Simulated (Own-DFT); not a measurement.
# What a defect does to the pressure of its cell: wurtzite GaN

No measurement is shown. These are fixed-geometry runs of a retired plane-wave code named Own-DFT, which no person has reviewed; spin and spin-orbit coupling are neglected.

Settings: PBE; PseudoDojo norm-conserving scalar-relativistic files; cutoff 42 hartree; 4 x 4 x 3 k mesh centred on Gamma; Fermi-Dirac smearing of 0.1 eV.

Limits (not all hold for every row): not probed for a lower state with spin; forces not confirmed at this smearing and k mesh; stress not checked against mesh or cutoff.

All runs share one cell, with vectors in Å (9.567, 0.000, 0.000); (-4.784, 8.285, 0.000); (0.000, 0.000, 10.370) and a volume of 822.0 Å³. u is the rms random offset of the atoms per axis. The defect's site can differ from row to row.

```
               cell  formula   u (Å)  P (GPa)
          no defect  Ga36N36  0.0198     5.91
          no defect  Ga36N36  0.0498     7.39
          no defect  Ga36N36  0.0502     7.74
 one N on a Ga site  Ga35N37  0.0303     5.40
 one N on a Ga site  Ga35N37  0.0500     6.75
 one N on a Ga site  Ga35N37  0.0534     7.41
one Ga on an N site  Ga37N35  0.0284        ?
one Ga on an N site  Ga37N35  0.0284    12.06
one Ga on an N site  Ga37N35  0.0496    13.12
one Ga on an N site  Ga37N35  0.0499    13.25
```

## Working it out

P = P0 + c u² + a shift for each defect gives P0 = 5.54 GPa, c = 820 ± 77 GPa/Å² and a scatter of 0.20 GPa. The shifts, and each times the cell's volume:

- one Ga on an N site: 5.69 ± 0.17 GPa, 29.2 eV
- one N on a Ga site: -0.74 ± 0.17 GPa, -3.8 eV

Against the defect-free cell, a freed cell would be larger where the shift is positive and smaller where it is negative (160.2 GPa Å³ is 1 eV). The atoms around the defects weren't relaxed, which would change these numbers.

## Test on the hidden row

The question: what pressure belongs in the blank (one Ga on an N site, u = 0.0284 Å)?

From the fit: 11.89 ± 0.25 GPa. Computed: 12.12 GPa.
